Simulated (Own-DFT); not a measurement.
Al3GaN4 (wurtzite random alloy, atoms displaced) (calculated)

A calculation, not a measurement: plane-wave PBE density functional theory by an unreviewed code, no spin, of a simulated periodic cell, stress positive in tension, free energy of the whole cell less one offset for each atom, forces on such cells passed a denser k mesh, this cell's mesh not checked; offsets are fitted by least squares, one for each functional and potential file, so energies compare only between cells with the same atoms and settings and are not formation energies; the far tail of each file's local potential was reset to the Coulomb form; each entry is a single point on an unrelaxed cell, so the pressure reflects the starting lattice, mostly measured values, from which strain is counted, and rises with the displacements; printed positions are rounded, which can move forces by about a meV/angstrom; the program is a retired in-house code; no spin-orbit coupling. Program: Own-DFT development build.

### Al3GaN4 (wurtzite random alloy, atoms displaced)

```
cell vectors (Å)
   9.3938     0.0000     0.0000
  -4.6969     8.1352     0.0000
   0.0000     0.0000    10.0655
atoms (fractions of the cell vectors)
Al  0.11181  0.22040  0.00684
Al  0.21706  0.10752  0.25038
N   0.11386  0.22081  0.19102
N   0.22004  0.11089  0.43667
Ga  0.11567  0.22513  0.49901
Al  0.22440  0.10560  0.75058
N   0.11797  0.22733  0.68941
N   0.21982  0.10695  0.94288
Ga  0.10555  0.55173  0.00164
Al  0.22255  0.44674  0.24332
N   0.11144  0.55535  0.19525
N   0.22394  0.44500  0.43543
Ga  0.11791  0.55931  0.50009
Al  0.22538  0.44400  0.74910
N   0.10949  0.55803  0.68971
N   0.21357  0.44183  0.94631
Al  0.11670  0.88757  0.99997
Al  0.22405  0.77973  0.25312
N   0.11165  0.88820  0.18953
N   0.21712  0.77627  0.44330
Al  0.11340  0.88976  0.50293
Al  0.21964  0.77779  0.74754
N   0.10635  0.87772  0.68972
N   0.22431  0.77350  0.94050
Ga  0.44783  0.22367  0.99858
Al  0.55684  0.10920  0.24434
N   0.44710  0.23166  0.19398
N   0.55044  0.10511  0.44156
Al  0.44863  0.22522  0.50386
Al  0.55659  0.11433  0.74924
N   0.44922  0.22421  0.68655
N   0.55986  0.11330  0.93599
Ga  0.44416  0.55750  0.99870
Ga  0.55642  0.44540  0.24852
N   0.43850  0.55273  0.19276
N   0.55636  0.44263  0.44170
Al  0.44221  0.55540  0.50219
Al  0.56007  0.45033  0.75167
N   0.44067  0.55924  0.69117
N   0.54968  0.43550  0.93851
Al  0.44934  0.88337  0.99528
Al  0.55353  0.77655  0.24713
N   0.44068  0.88705  0.18601
N   0.55691  0.77556  0.44090
Al  0.44342  0.89070  0.50297
Al  0.55162  0.77547  0.75349
N   0.44968  0.89426  0.68821
N   0.55525  0.78029  0.94032
Al  0.77687  0.22542  0.99871
Al  0.88976  0.11282  0.24859
N   0.78181  0.22061  0.18770
N   0.88090  0.10366  0.44147
Ga  0.77402  0.21722  0.49788
Al  0.89457  0.11165  0.74761
N   0.77459  0.22470  0.69183
N   0.88764  0.11204  0.94185
Ga  0.77975  0.55303  0.00308
Al  0.89036  0.44542  0.24604
N   0.77875  0.55781  0.18959
N   0.89360  0.44616  0.44178
Al  0.78120  0.55438  0.49848
Ga  0.89105  0.44663  0.75191
N   0.77664  0.55388  0.69119
N   0.89032  0.45103  0.94085
Al  0.78257  0.89044  0.00034
Al  0.88815  0.77193  0.24675
N   0.78362  0.89365  0.19599
N   0.89126  0.78148  0.44286
Al  0.78147  0.88437  0.49968
Al  0.88765  0.77522  0.74289
N   0.77317  0.88636  0.69328
N   0.88759  0.78083  0.94007
```

* functional: PBE
* potential files: PseudoDojo norm-conserving, scalar-relativistic, standard set with the stringent files for Ga
* wave cutoff: 96 hartree
* occupations: Gaussian
* smearing width: 0.01 eV
* k mesh: 4 x 4 x 3 centred on Gamma
* free energy of cell above offsets: -26.261 eV
* pressure: 4.9 GPa
* stress xx: -4.66 GPa
* stress yy: -5.6 GPa
* stress zz: -4.43 GPa
* stress yz: -0.07 GPa
* stress xz: 0.72 GPa
* stress xy: 0.74 GPa

Force:
```tsv
element	x (eV/Å)	y (eV/Å)	z (eV/Å)
Al	-0.369	-0.219	-1.064
Al	0.821	0.452	-0.085
N	-0.695	0.28	0.291
N	1.516	-0.636	0.653
Ga	-0.941	-0.396	-0.342
Al	-0.354	0.504	-0.035
N	0.14	-0.992	1.111
N	-0.369	-0.021	-0.811
Ga	0.457	0.928	0.549
Al	-0.062	-0.844	1.077
N	-0.401	0.437	0.095
N	0.734	0.497	-0.335
Ga	-0.427	-1.055	0.028
Al	-1.244	0.231	0.8
N	1.75	0.059	0.859
N	1.425	-1.008	-1.486
Al	-0.634	-0.386	-0.031
Al	-0.26	-0.221	-0.22
N	0.156	-0.313	0.08
N	0.864	1.805	-0.792
Al	-0.51	0.13	-0.74
Al	1.276	-0.314	0.601
N	-0.274	1.75	0.045
N	-0.165	1.296	-0.721
Ga	-0.387	-1.352	0.893
Al	-0.557	0.324	0.8
N	0.475	-3.005	-0.446
N	-0.826	0.309	-1.229
Al	-0.345	-0.537	-1.364
Al	0.369	-0.18	-0.224
N	-0.884	-0.013	1.167
N	0.326	-0.933	0.448
Ga	-0.092	-0.72	0.368
Ga	-0.465	0.704	1.068
N	0.318	1.275	-0.425
N	-0.059	0.586	0.92
Al	0.538	0.109	-0.707
Al	-0.442	-0.729	-0.613
N	0.978	-0.435	0.208
N	0.095	2.174	-0.806
Al	-1.944	1.222	0.565
Al	0.359	0.3	0.829
N	0.556	0.192	0.132
N	-0.583	0.141	-0.172
Al	0.673	-0.735	-0.592
Al	0.147	0.9	-0.815
N	-0.73	-0.684	0.869
N	1.497	0.038	-0.299
Al	0.736	-0.322	-0.318
Al	0.536	-0.197	0.709
N	-0.987	0.602	-0.004
N	1.132	0.067	-0.754
Ga	0.007	0.662	0.54
Al	-0.978	0.105	0.369
N	1.178	-1.001	0.382
N	0.386	0.247	-0.254
Ga	-1.458	1.046	-0.894
Al	0.052	-0.361	1.203
N	0.947	-0.298	0.85
N	-1.05	-0.076	-1.318
Al	-0.325	0.083	0.259
Ga	-0.167	-0.347	-0.538
N	-0.775	0.679	-0.701
N	0.109	-2.065	0.324
Al	-0.499	0.309	0.286
Al	-0.194	1.541	0.881
N	-0.46	-1.151	-1.096
N	0.906	-1.054	-0.563
Al	-1.551	0.339	0.241
Al	-0.602	0.027	1.239
N	0.646	0.198	-0.432
N	0.963	0.051	-0.515
```
